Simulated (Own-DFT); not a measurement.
# Computed records: SiC (2H silicon carbide, atoms displaced)

A calculation, not a measurement: plane-wave PBE density functional theory by an unreviewed code, no spin, of a simulated periodic cell, stress positive in tension, free energy of the whole cell less one offset for each atom, forces on such cells passed a denser k mesh, this cell's mesh not checked; offsets are fitted by least squares, one for each functional and potential file, so energies compare only between cells with the same atoms and settings and are not formation energies; the far tail of each file's local potential was reset to the Coulomb form; each entry is a single point on an unrelaxed cell, so the pressure reflects the starting lattice, mostly measured values (interpolated for alloys), from which strain is counted, and rises with the displacements; printed positions are rounded, which can move forces by about a meV/angstrom; the program, named Own-DFT, is a retired in-house code; no spin-orbit coupling. Program: Own-DFT development build.

Settings shared by all entries: functional PBE; potential files PseudoDojo norm-conserving, scalar-relativistic, standard set; wave cutoff 42 hartree; occupations Fermi-Dirac; smearing width 0.1 eV; hardware one NVIDIA H100; k mesh 5 x 5 x 3 centred on Gamma.

(1) SiC (2H silicon carbide, atoms displaced)

```
SiC
1.0
      6.1654     0.0000     0.0000
     -3.0827     5.3394     0.0000
      0.0000     0.0000    10.0681
Si C Si C Si C Si C Si C Si C Si C Si C
2 2 2 2 2 2 2 2 2 2 2 2 2 2 2 2
Direct
  0.01118 0.00242 0.99989
  0.16742 0.33822 0.25349
  0.00473 0.99541 0.18378
  0.15244 0.32558 0.44290
  0.00682 0.00534 0.49375
  0.18726 0.33185 0.74903
  0.99783 0.00221 0.69079
  0.17022 0.32483 0.93911
  0.98855 0.49972 0.00295
  0.16423 0.82682 0.25756
  0.98653 0.49140 0.19154
  0.16471 0.81848 0.43336
  0.01404 0.51223 0.49843
  0.17420 0.82594 0.74887
  0.98137 0.50509 0.68460
  0.16066 0.83022 0.93702
  0.50397 0.01154 0.99688
  0.65541 0.31118 0.24993
  0.49540 0.98247 0.19771
  0.67800 0.34965 0.42486
  0.51091 0.01614 0.49530
  0.65462 0.32685 0.75588
  0.50713 0.00715 0.68808
  0.65562 0.34028 0.94205
  0.49357 0.50532 0.00561
  0.64942 0.81268 0.26171
  0.49306 0.48783 0.18622
  0.64456 0.80110 0.43676
  0.49507 0.50832 0.50179
  0.66783 0.83766 0.74662
  0.51323 0.50549 0.69401
  0.67586 0.84648 0.94592
```

It finds free energy of cell above offsets -2.292 eV; pressure 5.56 GPa; stress xx -1.76 GPa; stress yy -6.9 GPa; stress zz -8.01 GPa; stress yz 1.77 GPa; stress xz 0.3 GPa; stress xy 0.19 GPa; wall time 129.1 s.

Force:
| element | x (eV/Å) | y (eV/Å) | z (eV/Å) |
| --- | --- | --- | --- |
| Si | -1.156 | -0.363 | 0.345 |
| Si | -0.272 | -1.612 | -1.251 |
| C | -0.74 | 0.059 | 2.552 |
| C | 1.388 | 1.226 | -0.969 |
| Si | -0.5 | -2.638 | 1.746 |
| Si | -3.129 | 0.095 | 0.709 |
| C | 1.487 | -0.046 | -1.47 |
| C | -1.304 | 1.591 | -0.468 |
| Si | 1.471 | -0.343 | -0.206 |
| Si | -0.689 | -0.059 | -3.099 |
| C | 0.763 | 0.296 | -0.473 |
| C | -0.055 | 3.443 | 1.971 |
| Si | -2.161 | -2.237 | 1.117 |
| Si | -1.949 | 0.484 | 0.09 |
| C | 2.531 | -0.817 | 0.503 |
| C | 1.47 | -0.107 | -0.105 |
| Si | -0.008 | -1.708 | 1.673 |
| Si | -0.409 | 1.305 | -1.493 |
| C | -0.536 | 0.213 | -1.523 |
| C | -0.541 | -0.913 | 3.746 |
| Si | -0.109 | -0.76 | 0.084 |
| Si | 1.583 | 1.165 | -0.291 |
| C | -0.518 | -0.783 | -0.825 |
| C | 0.884 | -0.112 | -0.298 |
| Si | -0.041 | 0.691 | -0.769 |
| Si | 1.781 | 0.632 | -3.866 |
| C | 0.034 | 0.197 | 1.513 |
| C | 0.317 | 5.567 | 1.293 |
| Si | 1.416 | -4.165 | 1.147 |
| Si | 0.792 | 0.43 | 1.951 |
| C | -1.188 | 0.005 | -1.72 |
| C | -0.611 | -0.736 | -1.616 |

(2) SiC (2H silicon carbide, atoms displaced)

```
SiC
1.0
      6.1654     0.0000     0.0000
     -3.0827     5.3394     0.0000
      0.0000     0.0000    10.0681
Si C Si C Si C Si C Si C Si C Si C Si C
2 2 2 2 2 2 2 2 2 2 2 2 2 2 2 2
Direct
  0.98981 0.01264 0.00710
  0.16308 0.33807 0.26541
  0.99187 0.98876 0.18422
  0.16858 0.32314 0.43965
  0.01328 0.99904 0.50732
  0.15947 0.33536 0.75500
  0.00521 0.00423 0.68536
  0.17001 0.31764 0.93919
  0.00109 0.51015 0.00582
  0.16165 0.83114 0.24443
  0.99945 0.50547 0.18123
  0.16281 0.85438 0.43972
  0.00075 0.51534 0.49583
  0.15986 0.83560 0.75227
  0.98335 0.46301 0.69624
  0.19548 0.84375 0.94025
  0.50254 0.01322 0.00437
  0.67552 0.33869 0.24027
  0.49045 0.00131 0.18275
  0.68048 0.34545 0.43850
  0.51305 0.99989 0.49854
  0.66841 0.32878 0.75040
  0.48778 0.99032 0.69207
  0.66977 0.34629 0.93615
  0.48709 0.49788 0.99763
  0.64657 0.82015 0.25093
  0.50336 0.49775 0.19197
  0.68641 0.84021 0.43815
  0.50506 0.50096 0.50643
  0.67797 0.85663 0.76229
  0.51400 0.50680 0.68396
  0.65738 0.84255 0.92622
```

It finds free energy of cell above offsets -1.000 eV; pressure 6.81 GPa; stress xx -5.81 GPa; stress yy -1.86 GPa; stress zz -12.76 GPa; stress yz 0.49 GPa; stress xz -0.38 GPa; stress xy -0.34 GPa; wall time 120.3 s.

Force:
| element | x (eV/Å) | y (eV/Å) | z (eV/Å) |
| --- | --- | --- | --- |
| Si | 1.536 | -2.548 | -1.643 |
| Si | 0.885 | -1.282 | -3.81 |
| C | -1.417 | 1.24 | 2.001 |
| C | -0.754 | 2.109 | 1.852 |
| Si | -3.331 | 1.548 | -0.576 |
| Si | 3.717 | -0.717 | -0.623 |
| C | -0.458 | -0.104 | 2.088 |
| C | -2.357 | 2.052 | -0.083 |
| Si | 0.942 | 0.081 | -3.317 |
| Si | -0.812 | 1.027 | 0.906 |
| C | 1.248 | -0.626 | 2.762 |
| C | 4.631 | -2.539 | -1.728 |
| Si | 1.622 | -1.2 | 1.678 |
| Si | 1.047 | -1.285 | 0.61 |
| C | -0.958 | 4.443 | -2.385 |
| C | -4.014 | -1.314 | -0.348 |
| Si | 1.04 | 0.413 | -1.902 |
| Si | -0.918 | -0.637 | 2.284 |
| C | 1.199 | -0.164 | 1.926 |
| C | -0.768 | -1.319 | -1.182 |
| Si | -0.735 | 0.763 | 0.746 |
| Si | -2.091 | -0.455 | -0.064 |
| C | 0.602 | 0.697 | -1.164 |
| C | 0.305 | -0.079 | 1.192 |
| Si | 1.475 | 1.128 | 0.451 |
| Si | 1.731 | 1.685 | 0.064 |
| C | -1.815 | -0.316 | -1.143 |
| C | -1.645 | -0.918 | -0.011 |
| Si | 0.1 | 0.451 | -1.681 |
| Si | 0.046 | -1.985 | -6.739 |
| C | -1.083 | 0.175 | 2.729 |
| C | 1.033 | -0.322 | 7.108 |

(3) SiC (2H silicon carbide, atoms displaced)

```
SiC
1.0
      6.1654     0.0000     0.0000
     -3.0827     5.3394     0.0000
      0.0000     0.0000    10.0681
Si C Si C Si C Si C Si C Si C Si C Si C
2 2 2 2 2 2 2 2 2 2 2 2 2 2 2 2
Direct
  0.99821 0.99710 0.00569
  0.17470 0.34955 0.24750
  0.00738 0.01551 0.19196
  0.16811 0.32828 0.43992
  0.00016 0.00732 0.49413
  0.15765 0.33616 0.75630
  0.00748 0.01197 0.68438
  0.16252 0.31475 0.93479
  0.99973 0.50607 0.99814
  0.16423 0.81395 0.25616
  0.00651 0.51304 0.19066
  0.17039 0.84431 0.43875
  0.00744 0.49028 0.50291
  0.17020 0.83714 0.74411
  0.98427 0.47187 0.68289
  0.18547 0.85757 0.92909
  0.49826 0.99727 0.99486
  0.68323 0.37740 0.25088
  0.49259 0.99245 0.17515
  0.66277 0.33661 0.44415
  0.51040 0.99380 0.49929
  0.68168 0.34433 0.75770
  0.49821 0.99706 0.68839
  0.68013 0.34489 0.93825
  0.51029 0.49798 0.99609
  0.66869 0.83695 0.24806
  0.50836 0.50560 0.19034
  0.68409 0.82537 0.43569
  0.51003 0.50830 0.51000
  0.66495 0.83680 0.75808
  0.50571 0.51215 0.68955
  0.68626 0.86366 0.93230
```

The calculation gives: free energy of cell above offsets -1.817 eV; pressure 6.02 GPa; stress xx -5.72 GPa; stress yy -3.2 GPa; stress zz -9.15 GPa; stress yz -0.81 GPa; stress xz -0.5 GPa; stress xy -0.37 GPa; wall time 124.9 s.

Force:
| element | x (eV/Å) | y (eV/Å) | z (eV/Å) |
| --- | --- | --- | --- |
| Si | 0.964 | 0.604 | -0.332 |
| Si | 0.501 | -1.401 | 1.158 |
| C | 0.419 | -1.42 | -0.356 |
| C | 0.443 | 2.058 | -1.142 |
| Si | 1.619 | -0.547 | 1.799 |
| Si | 2.229 | -0.827 | -1.922 |
| C | -0.379 | -1.156 | 0.198 |
| C | -0.283 | 2.814 | 2.066 |
| Si | 2.12 | 0.902 | 0.111 |
| Si | -0.196 | 5.172 | -0.609 |
| C | -0.022 | -1.914 | -1.731 |
| C | 1.551 | -1.784 | 0.608 |
| Si | -1.785 | 1.03 | -1.118 |
| Si | -0.887 | -0.21 | -0.546 |
| C | 0.532 | 3.158 | 1.447 |
| C | -1.34 | -2.649 | 0.905 |
| Si | 0.558 | 1.223 | 0.503 |
| Si | 1.489 | -4.997 | 1.6 |
| C | 0.256 | 0.876 | 2.863 |
| C | 1.535 | -0.152 | -1.096 |
| Si | -0.929 | 0.768 | -0.07 |
| Si | -2.276 | -1.464 | -2.271 |
| C | 0.515 | 0.68 | 0.106 |
| C | -0.27 | -0.754 | 0.449 |
| Si | -1.859 | 1.123 | 0.352 |
| Si | -0.285 | 1.323 | -0.316 |
| C | -1.903 | 1.197 | -2.062 |
| C | -2.751 | 0.44 | -0.371 |
| Si | -0.303 | -1.104 | -1.3 |
| Si | 0.995 | 0.72 | -3.306 |
| C | -0.056 | -0.748 | 2.071 |
| C | -0.204 | -2.964 | 2.31 |

(4) SiC (2H silicon carbide, atoms displaced)

```
SiC
1.0
      6.1654     0.0000     0.0000
     -3.0827     5.3394     0.0000
      0.0000     0.0000    10.0681
Si C Si C Si C Si C Si C Si C Si C Si C
2 2 2 2 2 2 2 2 2 2 2 2 2 2 2 2
Direct
  0.99893 0.01206 0.00419
  0.16426 0.33861 0.25082
  0.98990 0.99732 0.19075
  0.17050 0.32449 0.43809
  0.00643 0.00193 0.49951
  0.17709 0.33654 0.75595
  0.97630 0.99468 0.69023
  0.16163 0.32356 0.95445
  0.00779 0.51871 0.00860
  0.16880 0.83064 0.24979
  0.00215 0.50931 0.19785
  0.16180 0.81788 0.44407
  0.01505 0.48934 0.51059
  0.16263 0.84659 0.74348
  0.98696 0.48047 0.67961
  0.15672 0.83163 0.93819
  0.51157 0.01156 0.99655
  0.65193 0.33957 0.24740
  0.49967 0.99258 0.18931
  0.67485 0.33062 0.43968
  0.51365 0.00965 0.50336
  0.66992 0.32485 0.75203
  0.48621 0.00697 0.68825
  0.67623 0.34794 0.94494
  0.52318 0.52279 0.00202
  0.65806 0.83258 0.24438
  0.51110 0.51777 0.19322
  0.66365 0.84137 0.43644
  0.51281 0.51633 0.49604
  0.67905 0.83714 0.74119
  0.48750 0.49358 0.68666
  0.67482 0.83390 0.93847
```

It finds free energy of cell above offsets -2.143 eV; pressure 5.62 GPa; stress xx -3.84 GPa; stress yy -7.94 GPa; stress zz -5.09 GPa; stress yz 2.08 GPa; stress xz 1.8 GPa; stress xy -1.17 GPa; wall time 122.9 s.

Force:
| element | x (eV/Å) | y (eV/Å) | z (eV/Å) |
| --- | --- | --- | --- |
| Si | 1.144 | -2.531 | 0.591 |
| Si | 0.248 | -0.682 | 0.225 |
| C | 1.149 | 0.71 | 0.034 |
| C | 0.588 | 1.08 | -0.065 |
| Si | -0.158 | -1.181 | -0.344 |
| Si | -2.192 | -0.61 | 0.59 |
| C | 4.584 | 2.819 | -1.784 |
| C | 0.448 | 4.053 | -2.472 |
| Si | 0.729 | -1.507 | -0.201 |
| Si | -0.978 | 1.058 | 1.532 |
| C | -0.632 | -1.253 | -1.585 |
| C | 0.582 | 1.379 | -0.267 |
| Si | -1.621 | 0.289 | -4.55 |
| Si | -0.221 | -2.463 | 1.299 |
| C | 0.877 | 1.544 | 4.88 |
| C | 1.029 | 1.84 | -0.633 |
| Si | -0.995 | -1.204 | 0.529 |
| Si | 2.943 | -1.008 | 1.77 |
| C | -1.651 | 1.83 | -1.241 |
| C | -0.697 | 1.277 | -0.417 |
| Si | -2.057 | -0.618 | -0.831 |
| Si | -1.32 | 1.534 | 0.097 |
| C | 2.079 | -0.892 | 0.34 |
| C | 0.486 | -0.667 | -1.021 |
| Si | -1.684 | -2.429 | 0.589 |
| Si | 1.236 | 1.721 | 2.361 |
| C | -1.434 | -2.136 | -1.499 |
| C | 1.353 | -0.002 | 0.055 |
| Si | 0.292 | -2.153 | 0.436 |
| Si | -5.044 | -2.637 | 2.718 |
| C | 2.041 | 1.123 | 0.141 |
| C | -1.127 | 1.717 | -1.28 |

(5) SiC (2H silicon carbide, atoms displaced)

```
SiC
1.0
      6.1654     0.0000     0.0000
     -3.0827     5.3394     0.0000
      0.0000     0.0000    10.0681
Si C Si C Si C Si C Si C Si C Si C Si C
2 2 2 2 2 2 2 2 2 2 2 2 2 2 2 2
Direct
  0.00897 0.00288 0.00852
  0.18226 0.33300 0.25296
  0.98700 0.98354 0.19095
  0.16119 0.32644 0.43769
  0.99437 0.01141 0.49049
  0.15836 0.33923 0.76061
  0.99066 0.99140 0.69081
  0.16900 0.34571 0.92947
  0.01010 0.51856 0.00638
  0.15272 0.82236 0.24527
  0.01400 0.50586 0.19102
  0.16864 0.84011 0.43589
  0.99757 0.50144 0.49664
  0.16694 0.81670 0.74747
  0.99944 0.49496 0.69848
  0.18876 0.83693 0.94214
  0.50976 0.99054 0.00398
  0.66066 0.34448 0.25446
  0.50799 0.99404 0.18127
  0.66511 0.32992 0.43156
  0.49599 0.00545 0.49901
  0.67093 0.33614 0.75501
  0.48147 0.99110 0.69317
  0.68437 0.35304 0.94475
  0.49625 0.49423 0.99799
  0.65880 0.82043 0.24937
  0.49882 0.49964 0.18972
  0.67552 0.82189 0.42249
  0.49497 0.48226 0.49650
  0.65271 0.83865 0.74993
  0.48223 0.49013 0.69145
  0.68680 0.83865 0.95199
```

The calculation gives: free energy of cell above offsets -1.729 eV; pressure 6.38 GPa; stress xx -5.49 GPa; stress yy -4.09 GPa; stress zz -9.54 GPa; stress yz 0.44 GPa; stress xz -0.84 GPa; stress xy -1.21 GPa; wall time 116.1 s.

Force:
| element | x (eV/Å) | y (eV/Å) | z (eV/Å) |
| --- | --- | --- | --- |
| Si | 0.888 | 0.553 | -1.75 |
| Si | -2.495 | -1.001 | -0.569 |
| C | 0.835 | 1.933 | -0.077 |
| C | -0.012 | 2.031 | -0.451 |
| Si | 1.113 | -2.819 | 2.562 |
| Si | 1.699 | -2.582 | -4.076 |
| C | -0.309 | 0.598 | -0.671 |
| C | 0.348 | -0.775 | 5.592 |
| Si | 0.659 | -1.288 | -0.546 |
| Si | 2.28 | 1.911 | 0.974 |
| C | -0.839 | -2.007 | 0.227 |
| C | -0.284 | -0.499 | 0.077 |
| Si | 0.477 | 0.505 | 0.945 |
| Si | -3.247 | 1.837 | 1.819 |
| C | -1.119 | -0.544 | -3.046 |
| C | -1.594 | 0.691 | -0.898 |
| Si | 0.059 | 2.084 | -0.819 |
| Si | 2.691 | -2.18 | -2.834 |
| C | -1.781 | 0.941 | 2.877 |
| C | 0.363 | -0.039 | 2.221 |
| Si | 1.147 | -1.654 | -0.261 |
| Si | -1.646 | -0.117 | 0.516 |
| C | 1.706 | 2.123 | -1.706 |
| C | -0.35 | -2.017 | -0.652 |
| Si | 0.29 | 0.946 | 0.199 |
| Si | -0.694 | 1.61 | -1.841 |
| C | 0.086 | -0.785 | -1.059 |
| C | -2.044 | 0.008 | 4.182 |
| Si | -0.872 | 2 | 1.514 |
| Si | 2.753 | -1.315 | 0.824 |
| C | 1.218 | 0.854 | -0.731 |
| C | -1.326 | -1.005 | -2.54 |
